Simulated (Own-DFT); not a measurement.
# Computed records: AlGa$_{3}$N$_{4}$ (wurtzite random alloy, atoms displaced)

All values are calculated (Own-DFT development build). A calculation, not a measurement: plane-wave PBE density functional theory by an unreviewed code, no spin, of a simulated periodic cell, stress positive in tension, free energy of the whole cell less one offset for each atom, forces on such cells passed a denser k mesh, this cell's mesh not checked; offsets are fitted by least squares, one for each functional and potential file, so energies compare only between cells with the same atoms and settings and are not formation energies; the far tail of each file's local potential was reset to the Coulomb form; each entry is a single point on an unrelaxed cell, so the pressure reflects the starting lattice, mostly measured values, from which strain is counted, and rises with the displacements; printed positions are rounded, which can move forces by about a meV/angstrom; the program is a retired in-house code; no spin-orbit coupling.

Settings shared by all entries: functional PBE; potential files PseudoDojo norm-conserving, scalar-relativistic, standard set with the stringent files for Ga; wave cutoff 96 hartree; occupations Gaussian; smearing width 0.01 eV; k mesh 4 x 4 x 3 centred on Gamma.

(1) AlGa$_{3}$N$_{4}$ (wurtzite random alloy, atoms displaced)

```cif
# cell vector a (Å): 9.5092 0.0000 0.0000
# cell vector b (Å): -4.7546 8.2353 0.0000
# cell vector c (Å): 0.0000 0.0000 10.2685
data_AlGa3N4
_symmetry_space_group_name_H-M 'P 1'
_symmetry_Int_Tables_number 1
_cell_length_a 9.5092
_cell_length_b 9.5093
_cell_length_c 10.2685
_cell_angle_alpha 90.000
_cell_angle_beta 90.000
_cell_angle_gamma 120.000
_cell_volume 804.14
loop_
_atom_site_label
_atom_site_type_symbol
_atom_site_fract_x
_atom_site_fract_y
_atom_site_fract_z
_atom_site_occupancy
Ga1 Ga 0.09702 0.20829 0.00027 1
Al1 Al 0.21745 0.10921 0.24769 1
N1 N 0.13004 0.23689 0.18677 1
N2 N 0.20987 0.11814 0.43384 1
Al2 Al 0.10235 0.21758 0.49339 1
Ga2 Ga 0.21152 0.09752 0.74094 1
N3 N 0.09603 0.21822 0.68996 1
N4 N 0.22000 0.11049 0.94100 1
Ga3 Ga 0.11993 0.56533 0.01253 1
Ga4 Ga 0.21065 0.43583 0.24909 1
N5 N 0.10269 0.55845 0.19982 1
N6 N 0.20119 0.42983 0.44978 1
Ga5 Ga 0.10556 0.54983 0.49657 1
Ga6 Ga 0.22768 0.44467 0.74077 1
N7 N 0.08870 0.54225 0.70097 1
N8 N 0.22107 0.45509 0.94392 1
Ga7 Ga 0.10879 0.88513 0.99923 1
Al3 Al 0.22245 0.77923 0.25302 1
N9 N 0.10035 0.89037 0.18938 1
N10 N 0.20844 0.78301 0.45199 1
Ga8 Ga 0.11297 0.88538 0.48024 1
Ga9 Ga 0.22260 0.77074 0.74647 1
N11 N 0.10940 0.88351 0.68733 1
N12 N 0.21670 0.77161 0.94229 1
Ga10 Ga 0.44253 0.20473 0.99103 1
Al4 Al 0.56280 0.10284 0.24002 1
N13 N 0.44310 0.22997 0.19163 1
N14 N 0.54280 0.09702 0.42892 1
Ga11 Ga 0.44420 0.22117 0.49867 1
Ga12 Ga 0.56249 0.12221 0.74000 1
N15 N 0.44565 0.22153 0.68156 1
N16 N 0.55948 0.11284 0.94045 1
Ga13 Ga 0.42743 0.53543 0.99629 1
Ga14 Ga 0.55236 0.45233 0.24199 1
N17 N 0.44848 0.56617 0.18796 1
N18 N 0.54428 0.42193 0.45211 1
Al5 Al 0.44771 0.56833 0.51157 1
Ga15 Ga 0.56664 0.44743 0.74342 1
N19 N 0.44378 0.55149 0.69032 1
N20 N 0.54034 0.43379 0.93604 1
Ga16 Ga 0.44290 0.89381 0.99611 1
Ga17 Ga 0.56354 0.77989 0.25244 1
N21 N 0.43962 0.87613 0.19055 1
N22 N 0.56440 0.78552 0.43318 1
Al6 Al 0.43194 0.88951 0.50212 1
Ga18 Ga 0.56093 0.77377 0.76923 1
N23 N 0.44706 0.88707 0.67516 1
N24 N 0.55857 0.77952 0.93323 1
Ga19 Ga 0.77271 0.21573 0.00115 1
Ga20 Ga 0.87325 0.11578 0.24894 1
N25 N 0.77729 0.20259 0.17912 1
N26 N 0.91404 0.11069 0.43620 1
Al7 Al 0.78835 0.24604 0.49724 1
Ga21 Ga 0.87655 0.10663 0.75251 1
N27 N 0.78197 0.22957 0.68569 1
N28 N 0.88116 0.12511 0.95002 1
Ga22 Ga 0.77138 0.54286 0.00437 1
Ga23 Ga 0.89130 0.45289 0.25738 1
N29 N 0.77337 0.56745 0.19851 1
N30 N 0.89347 0.44502 0.43744 1
Ga24 Ga 0.78130 0.55030 0.49069 1
Ga25 Ga 0.88411 0.44734 0.75931 1
N31 N 0.77997 0.54945 0.68374 1
N32 N 0.89112 0.44045 0.92976 1
Ga26 Ga 0.77787 0.89008 0.99735 1
Ga27 Ga 0.89653 0.78303 0.25201 1
N33 N 0.79887 0.90229 0.19198 1
N34 N 0.87359 0.77133 0.45726 1
Al8 Al 0.78773 0.88815 0.50928 1
Al9 Al 0.87663 0.76967 0.76281 1
N35 N 0.75490 0.87405 0.68378 1
N36 N 0.90296 0.78484 0.93807 1
```

It finds free energy of cell above offsets -0.912 eV; pressure 10.33 GPa; stress xx -12.35 GPa; stress yy -9.43 GPa; stress zz -9.22 GPa; stress yz 0 GPa; stress xz 0.17 GPa; stress xy 1.13 GPa.

Force:
| element | x (eV/Å) | y (eV/Å) | z (eV/Å) |
| --- | --- | --- | --- |
| Ga | 1.116 | 2.251 | 0.19 |
| Al | 0.311 | 1.371 | 0.218 |
| N | -1.055 | -3.207 | -0.64 |
| N | 2.118 | -1.227 | -0.433 |
| Al | 2.874 | 1.546 | 2.931 |
| Ga | -0.122 | 1.473 | 0.583 |
| N | 1.344 | -0.402 | -0.727 |
| N | -0.098 | -0.719 | -0.885 |
| Ga | -0.813 | -1.675 | -1.107 |
| Ga | 1.058 | 2.53 | 1.454 |
| N | 1.017 | 0.962 | -0.247 |
| N | 2.372 | 2.379 | -1.075 |
| Ga | 0.422 | 1.33 | 2.424 |
| Ga | -2.176 | -0.905 | 1.514 |
| N | 3.572 | 1.87 | -2.561 |
| N | -0.708 | -2.098 | -1.271 |
| Ga | 1.153 | 1.214 | 0.326 |
| Al | -0.289 | 0.491 | 0.155 |
| N | 3.774 | 0.683 | 0.392 |
| N | 6.655 | -3.716 | -3.596 |
| Ga | -6.363 | 3.848 | 3.56 |
| Ga | -0.564 | 0.302 | -0.142 |
| N | -1.23 | -1.237 | -0.017 |
| N | 0.563 | 1.654 | -0.509 |
| Ga | -2.636 | 2.164 | 1.841 |
| Al | -2.512 | 0.299 | 1.272 |
| N | 1.455 | -2.256 | -0.827 |
| N | 1.597 | 1.427 | 0.001 |
| Ga | -0.707 | -3.8 | -0.614 |
| Ga | -0.105 | -1.787 | 0.14 |
| N | -0.854 | -0.182 | 1.574 |
| N | 0.48 | -1.083 | -1.666 |
| Ga | 1.04 | 1.878 | 1.216 |
| Ga | -0.445 | -1.416 | 2.022 |
| N | -0.915 | -0.901 | -0.297 |
| N | -0.645 | 6.344 | -2.334 |
| Al | 0.579 | -1.14 | -2.102 |
| Ga | -1.337 | -1.153 | 0.24 |
| N | 0.394 | 0.922 | -0.051 |
| N | 2.062 | 0.361 | -0.202 |
| Ga | 0.517 | -1.563 | 0.54 |
| Ga | 0.527 | 0.296 | -0.601 |
| N | -1.081 | 1.445 | -0.421 |
| N | -0.809 | -0.758 | 2.587 |
| Al | 1.86 | -0.068 | -1.641 |
| Ga | -2.25 | -0.539 | -6.229 |
| N | -0.154 | -0.173 | 2.799 |
| N | -0.51 | -0.216 | 5.656 |
| Ga | -2.09 | 2.985 | -0.406 |
| Ga | 6.928 | -2.138 | 3.063 |
| N | -5.721 | 4.095 | 0.522 |
| N | -6.505 | -2.326 | -0.719 |
| Al | 0.258 | -5.012 | 1.068 |
| Ga | 0.471 | 0.141 | -0.25 |
| N | -0.298 | -0.324 | -1.101 |
| N | 3.588 | -3.606 | -2.957 |
| Ga | -0.284 | 0.593 | -0.473 |
| Ga | -1.461 | -1.153 | -1.787 |
| N | 1.787 | -1.539 | -1.14 |
| N | -0.812 | 0.237 | -0.497 |
| Ga | -2.332 | -0.108 | 1.545 |
| Ga | -0.416 | -0.985 | -2.27 |
| N | -0.625 | 1.878 | 0.65 |
| N | -0.785 | 0.267 | 5.371 |
| Ga | 0.428 | 0.165 | 1.261 |
| Ga | -2.222 | 0.055 | 1.672 |
| N | -1.623 | -1.261 | -1.15 |
| N | 2.346 | -0.016 | -2.689 |
| Al | -2.614 | 1.292 | -1.54 |
| Al | 1.383 | 0.499 | -3.398 |
| N | 3.063 | 1.301 | 1.71 |
| N | -2.947 | -1.86 | 0.074 |

(2) AlGa$_{3}$N$_{4}$ (wurtzite random alloy, atoms displaced)

```cif
# cell vector a (Å): 9.5092 0.0000 0.0000
# cell vector b (Å): -4.7546 8.2353 0.0000
# cell vector c (Å): 0.0000 0.0000 10.2685
data_AlGa3N4
_symmetry_space_group_name_H-M 'P 1'
_symmetry_Int_Tables_number 1
_cell_length_a 9.5092
_cell_length_b 9.5093
_cell_length_c 10.2685
_cell_angle_alpha 90.000
_cell_angle_beta 90.000
_cell_angle_gamma 120.000
_cell_volume 804.14
loop_
_atom_site_label
_atom_site_type_symbol
_atom_site_fract_x
_atom_site_fract_y
_atom_site_fract_z
_atom_site_occupancy
Al1 Al 0.11156 0.20789 0.99964 1
Al2 Al 0.21300 0.11242 0.24978 1
N1 N 0.13513 0.23065 0.18896 1
N2 N 0.21139 0.10972 0.44110 1
Ga1 Ga 0.11549 0.22805 0.50186 1
Ga2 Ga 0.22676 0.10935 0.74598 1
N3 N 0.08798 0.20928 0.69267 1
N4 N 0.22854 0.10287 0.93343 1
Ga3 Ga 0.12766 0.56814 0.01345 1
Ga4 Ga 0.20843 0.43964 0.24612 1
N5 N 0.10348 0.55019 0.18837 1
N6 N 0.22305 0.43998 0.45654 1
Ga5 Ga 0.11407 0.55632 0.49902 1
Ga6 Ga 0.22283 0.44145 0.75685 1
N7 N 0.10468 0.55449 0.69538 1
N8 N 0.23364 0.44819 0.94748 1
Ga7 Ga 0.11984 0.89343 0.99102 1
Al3 Al 0.22279 0.78687 0.25069 1
N9 N 0.09960 0.88882 0.19996 1
N10 N 0.21883 0.77771 0.43052 1
Ga8 Ga 0.12326 0.88723 0.50099 1
Ga9 Ga 0.21337 0.75988 0.75928 1
N11 N 0.11755 0.89368 0.68162 1
N12 N 0.22794 0.77967 0.94827 1
Ga10 Ga 0.45185 0.23199 0.99542 1
Al4 Al 0.55745 0.10854 0.25035 1
N13 N 0.45585 0.22826 0.18578 1
N14 N 0.56988 0.11643 0.44388 1
Ga11 Ga 0.44170 0.23585 0.51916 1
Al5 Al 0.55310 0.10715 0.75767 1
N15 N 0.45120 0.22796 0.68062 1
N16 N 0.54199 0.11016 0.93560 1
Ga12 Ga 0.44314 0.55112 0.01407 1
Ga13 Ga 0.55865 0.45708 0.25041 1
N17 N 0.44756 0.56516 0.18408 1
N18 N 0.56340 0.45108 0.44392 1
Ga14 Ga 0.45530 0.55415 0.47415 1
Al6 Al 0.56029 0.43909 0.74895 1
N19 N 0.44740 0.55851 0.68373 1
N20 N 0.56553 0.45190 0.93912 1
Ga15 Ga 0.44271 0.90105 0.99748 1
Ga16 Ga 0.53607 0.76416 0.26241 1
N21 N 0.43213 0.88738 0.18411 1
N22 N 0.57197 0.78408 0.43302 1
Ga17 Ga 0.44633 0.89212 0.49758 1
Al7 Al 0.56111 0.78205 0.75121 1
N23 N 0.44700 0.89144 0.68070 1
N24 N 0.53852 0.77577 0.92942 1
Ga18 Ga 0.77791 0.22147 0.00396 1
Ga19 Ga 0.88567 0.10361 0.24910 1
N25 N 0.78835 0.24122 0.18605 1
N26 N 0.89561 0.10671 0.45715 1
Al8 Al 0.79548 0.23934 0.50333 1
Ga20 Ga 0.88375 0.10732 0.75849 1
N27 N 0.77868 0.23419 0.68721 1
N28 N 0.90952 0.12061 0.93623 1
Ga21 Ga 0.78014 0.55074 0.00333 1
Ga22 Ga 0.89246 0.44462 0.25393 1
N29 N 0.80745 0.56043 0.19788 1
N30 N 0.88137 0.43781 0.43985 1
Ga23 Ga 0.77378 0.55665 0.50457 1
Ga24 Ga 0.88782 0.43950 0.73692 1
N31 N 0.78990 0.55658 0.68621 1
N32 N 0.87897 0.45213 0.93793 1
Ga25 Ga 0.77779 0.90631 0.00134 1
Al9 Al 0.87962 0.76382 0.25018 1
N33 N 0.78774 0.90241 0.19497 1
N34 N 0.89224 0.78094 0.43990 1
Ga26 Ga 0.79172 0.89127 0.49608 1
Ga27 Ga 0.88892 0.78777 0.76021 1
N35 N 0.76686 0.88836 0.68099 1
N36 N 0.89348 0.78279 0.93137 1
```

It finds free energy of cell above offsets -2.506 eV; pressure 9.72 GPa; stress xx -6.48 GPa; stress yy -10.55 GPa; stress zz -12.13 GPa; stress yz -0.6 GPa; stress xz 0.1 GPa; stress xy 1.19 GPa.

Force:
| element | x (eV/Å) | y (eV/Å) | z (eV/Å) |
| --- | --- | --- | --- |
| Al | 1.565 | 2.407 | 0.308 |
| Al | 3.246 | -1.275 | 1.445 |
| N | -2.825 | -0.687 | -1.804 |
| N | 2.16 | 0.666 | -0.905 |
| Ga | -0.235 | -1.954 | 1.447 |
| Ga | -1.173 | 0.329 | -0.407 |
| N | 3.34 | 1.984 | 0.012 |
| N | -1.142 | 2.377 | 0.336 |
| Ga | -1.104 | -2.06 | -2.676 |
| Ga | 1.035 | 0.501 | 1.307 |
| N | 1.202 | 2.163 | 2.118 |
| N | -0.112 | 2.094 | -3.125 |
| Ga | -0.577 | 0.248 | 0.742 |
| Ga | 0.464 | 0.125 | -0.829 |
| N | 1.892 | -0.756 | -1.352 |
| N | -1.422 | -1.989 | -0.076 |
| Ga | -1.34 | -1.517 | 2.164 |
| Al | -1.188 | -0.62 | -0.76 |
| N | 1.206 | 0.435 | -1.205 |
| N | 1.923 | -0.842 | -0.008 |
| Ga | -2.303 | 0.641 | -0.585 |
| Ga | 0.238 | 2.785 | -0.901 |
| N | 0.067 | -1.126 | 2.094 |
| N | -0.983 | -0.414 | -1.228 |
| Ga | -0.82 | 0.041 | 1.342 |
| Al | -0.322 | 1.048 | 0.849 |
| N | -0.917 | -0.46 | 0.914 |
| N | -0.583 | 0.511 | -1.372 |
| Ga | 0.564 | -1.632 | -7.843 |
| Al | 0.418 | 0.276 | -2.913 |
| N | 0.691 | -0.502 | 7.418 |
| N | 2.341 | 0.921 | -0.472 |
| Ga | 0.832 | 1.163 | -4.738 |
| Ga | 1.993 | -1.88 | -0.185 |
| N | -0.041 | -1.298 | 3.547 |
| N | 0.617 | -1.852 | -2.067 |
| Ga | -2.834 | 1.713 | 4.138 |
| Al | -0.651 | 2.38 | -0.081 |
| N | 0.933 | -0.435 | 0.578 |
| N | -1.167 | -0.172 | -0.783 |
| Ga | 1.494 | -1.42 | 0.61 |
| Ga | 0.227 | 3.315 | -3.026 |
| N | 0.982 | 0.748 | 1.379 |
| N | -1.463 | -0.6 | 1.794 |
| Ga | 0.599 | 0.374 | -0.102 |
| Al | -1.24 | -1.37 | -1.657 |
| N | -0.042 | -0.146 | 2.488 |
| N | 1.67 | 0.939 | 1.553 |
| Ga | -0.116 | 1.63 | -1.398 |
| Ga | 0.073 | 3.571 | 2.204 |
| N | 0.006 | -4.251 | 0.552 |
| N | -2.069 | 2.619 | -2.751 |
| Al | -0.561 | -3.935 | 0.317 |
| Ga | -1.595 | -0.367 | -2.456 |
| N | -0.325 | -3.901 | 0.176 |
| N | -2.208 | -0.204 | 1.766 |
| Ga | -1.1 | 2.216 | 0.768 |
| Ga | 0.976 | -0.484 | 1.462 |
| N | -5.177 | 0.8 | -1.887 |
| N | 1.072 | 1.85 | 0.128 |
| Ga | 1.712 | 1.335 | -0.237 |
| Ga | -0.465 | 1.677 | 3.127 |
| N | -2.768 | 0.56 | 0.967 |
| N | 4.132 | -2.035 | -0.933 |
| Ga | 0.324 | -2.474 | 0.133 |
| Al | 0.351 | 2.985 | 0.991 |
| N | -0.31 | -4.409 | -1.656 |
| N | 1.164 | -1.394 | -1.25 |
| Ga | -0.842 | -0.34 | 0.979 |
| Ga | 0.222 | -0.705 | -4.329 |
| N | 0.886 | -0.063 | 1.907 |
| N | -0.599 | 0.145 | 3.937 |

(3) AlGa$_{3}$N$_{4}$ (wurtzite random alloy, atoms displaced)

```cif
# cell vector a (Å): 9.5092 0.0000 0.0000
# cell vector b (Å): -4.7546 8.2353 0.0000
# cell vector c (Å): 0.0000 0.0000 10.2685
data_AlGa3N4
_symmetry_space_group_name_H-M 'P 1'
_symmetry_Int_Tables_number 1
_cell_length_a 9.5092
_cell_length_b 9.5093
_cell_length_c 10.2685
_cell_angle_alpha 90.000
_cell_angle_beta 90.000
_cell_angle_gamma 120.000
_cell_volume 804.14
loop_
_atom_site_label
_atom_site_type_symbol
_atom_site_fract_x
_atom_site_fract_y
_atom_site_fract_z
_atom_site_occupancy
Al1 Al 0.11567 0.21530 0.99819 1
Ga1 Ga 0.20033 0.10416 0.23472 1
N1 N 0.09817 0.22354 0.18430 1
N2 N 0.21953 0.11205 0.44883 1
Ga2 Ga 0.10937 0.22438 0.50000 1
Ga3 Ga 0.23794 0.12035 0.73363 1
N3 N 0.10865 0.21333 0.68375 1
N4 N 0.23008 0.11102 0.94627 1
Ga4 Ga 0.11200 0.55608 0.98715 1
Ga5 Ga 0.22526 0.45505 0.24929 1
N5 N 0.11798 0.54765 0.19432 1
N6 N 0.20878 0.44070 0.43333 1
Ga6 Ga 0.12853 0.57091 0.49623 1
Ga7 Ga 0.22144 0.44025 0.75158 1
N7 N 0.09955 0.56283 0.69748 1
N8 N 0.23529 0.47113 0.94941 1
Al2 Al 0.10227 0.90254 0.00472 1
Al3 Al 0.22119 0.76501 0.25626 1
N9 N 0.10476 0.88939 0.20084 1
N10 N 0.23292 0.79567 0.43600 1
Ga8 Ga 0.12201 0.88825 0.49963 1
Ga9 Ga 0.23525 0.80061 0.75525 1
N11 N 0.11152 0.88377 0.69455 1
N12 N 0.23868 0.78621 0.94171 1
Ga10 Ga 0.43798 0.22793 0.99578 1
Ga11 Ga 0.55907 0.11123 0.23758 1
N13 N 0.44261 0.22405 0.18684 1
N14 N 0.55201 0.11355 0.42972 1
Ga12 Ga 0.44898 0.23290 0.48850 1
Al4 Al 0.56162 0.11313 0.75080 1
N15 N 0.43965 0.22871 0.68743 1
N16 N 0.55277 0.11181 0.92756 1
Ga13 Ga 0.44511 0.55926 0.99590 1
Ga14 Ga 0.55929 0.44529 0.24519 1
N17 N 0.44510 0.56365 0.18343 1
N18 N 0.56265 0.45429 0.44084 1
Ga15 Ga 0.43484 0.55082 0.49404 1
Al5 Al 0.56048 0.44029 0.74653 1
N19 N 0.43102 0.54591 0.67967 1
N20 N 0.54378 0.43017 0.94339 1
Ga16 Ga 0.43768 0.87935 0.01310 1
Ga17 Ga 0.57119 0.79012 0.24490 1
N21 N 0.43918 0.87409 0.19108 1
N22 N 0.55127 0.77018 0.43524 1
Ga18 Ga 0.44173 0.87572 0.50037 1
Ga19 Ga 0.55723 0.76699 0.74903 1
N23 N 0.45241 0.89793 0.69196 1
N24 N 0.54474 0.78082 0.94048 1
Ga20 Ga 0.78523 0.22450 0.98938 1
Ga21 Ga 0.89594 0.11452 0.25283 1
N25 N 0.77357 0.21598 0.20738 1
N26 N 0.88093 0.10755 0.44138 1
Al6 Al 0.79130 0.22763 0.50004 1
Al7 Al 0.87848 0.10630 0.74197 1
N27 N 0.77569 0.23963 0.68679 1
N28 N 0.88299 0.12227 0.93780 1
Al8 Al 0.77686 0.56184 0.99759 1
Ga22 Ga 0.89346 0.44428 0.23793 1
N29 N 0.78694 0.55785 0.18093 1
N30 N 0.90140 0.44647 0.42496 1
Ga23 Ga 0.78330 0.55390 0.48830 1
Ga24 Ga 0.89145 0.44238 0.75413 1
N31 N 0.78195 0.55598 0.67841 1
N32 N 0.87599 0.44081 0.93558 1
Ga25 Ga 0.78929 0.89677 0.00226 1
Ga26 Ga 0.89131 0.76483 0.25602 1
N33 N 0.78676 0.89271 0.17520 1
N34 N 0.87581 0.77040 0.44376 1
Al9 Al 0.76972 0.88877 0.50631 1
Ga27 Ga 0.88802 0.77667 0.74738 1
N35 N 0.77537 0.90079 0.68732 1
N36 N 0.89123 0.76955 0.92993 1
```

The calculation gives: free energy of cell above offsets -3.891 eV; pressure 8.84 GPa; stress xx -10 GPa; stress yy -9.12 GPa; stress zz -7.39 GPa; stress yz 0.17 GPa; stress xz 0.98 GPa; stress xy -0.44 GPa.

Force:
| element | x (eV/Å) | y (eV/Å) | z (eV/Å) |
| --- | --- | --- | --- |
| Al | -1.786 | 1.914 | -0.278 |
| Ga | 2.106 | 2.286 | 2.604 |
| N | 2.077 | 1.041 | -1.252 |
| N | -0.247 | 0.186 | -1.729 |
| Ga | -0.038 | -0.759 | -0.524 |
| Ga | -3 | -2.637 | 1.637 |
| N | -1.836 | 0.49 | 1.869 |
| N | -3.642 | -0.878 | -1.253 |
| Ga | -2.334 | 1.605 | 1.501 |
| Ga | 2.859 | -2.041 | -0.18 |
| N | -3.513 | 2.976 | -2.087 |
| N | 1.704 | 0.255 | 0.617 |
| Ga | -2.429 | -0.931 | 1.435 |
| Ga | -1.557 | 0.371 | 0.328 |
| N | 3.421 | 0.83 | -1.41 |
| N | 0.619 | -5.325 | -2.46 |
| Al | 2.528 | -2.354 | -0.164 |
| Al | -0.347 | 1.31 | -1.43 |
| N | 2.042 | -1.941 | -2.373 |
| N | 0.752 | -2.515 | -0.962 |
| Ga | -2.99 | 0.926 | 0.964 |
| Ga | 1.02 | -2.132 | 0.686 |
| N | -1.107 | 1.721 | -1.222 |
| N | -4.27 | -0.583 | 0.213 |
| Ga | 3.189 | -2.303 | 1.625 |
| Ga | -2.156 | -1.055 | 1.685 |
| N | -0.591 | -0.634 | -0.096 |
| N | 1.504 | -0.126 | 1.367 |
| Ga | 0.512 | -1.355 | 0.481 |
| Al | -1.025 | 0.426 | -1.091 |
| N | 4.309 | 1.136 | -0.685 |
| N | 0.257 | 0.007 | 1.937 |
| Ga | 1.501 | 0.757 | 0.891 |
| Ga | -0.765 | 0.305 | 0.198 |
| N | 1.275 | -0.503 | 1.048 |
| N | -0.804 | -0.488 | -1.469 |
| Ga | 0.725 | -0.286 | -0.253 |
| Al | -0.493 | 0.706 | -0.141 |
| N | 1.99 | 0.506 | 1.279 |
| N | 1.06 | 5.08 | -2.558 |
| Ga | 0.547 | 2.296 | -1.659 |
| Ga | 0.007 | -1.345 | 0.283 |
| N | -1.193 | 1.137 | 1.395 |
| N | 0.955 | 0.988 | 0.315 |
| Ga | 0.446 | 3.24 | 0.361 |
| Ga | -1.769 | 0.66 | 0.649 |
| N | 0.559 | -0.392 | -0.894 |
| N | 3.432 | -0.154 | -1.007 |
| Ga | -4.209 | 0.398 | 2.424 |
| Ga | -1.88 | -1.176 | 0.389 |
| N | 1.526 | 1.016 | -3.182 |
| N | 0.73 | -0.864 | 0.622 |
| Al | -2.685 | 0.537 | -1.02 |
| Al | 0.316 | 2.477 | 1.059 |
| N | 1.506 | -3.515 | -1.077 |
| N | 5.332 | -1.999 | -2.262 |
| Al | -0.031 | -1.677 | -0.236 |
| Ga | 0.223 | -0.698 | 0.81 |
| N | -0.856 | -0.534 | -0.592 |
| N | -0.426 | -0.021 | 1.764 |
| Ga | 0.771 | -0.921 | 1.236 |
| Ga | -1.587 | 1.5 | -0.72 |
| N | -1.468 | -0.331 | 1.516 |
| N | 0.465 | 1.695 | 1.58 |
| Ga | -1.583 | -0.674 | -3.012 |
| Ga | -1.808 | 1.121 | 0.313 |
| N | 0.548 | -0.173 | 3.599 |
| N | 0.439 | 2.343 | -0.232 |
| Al | 0.685 | -0.445 | -1.383 |
| Ga | 0.155 | -0.142 | -1.366 |
| N | 0.837 | -1.711 | -0.197 |
| N | -0.504 | 1.374 | 1.778 |
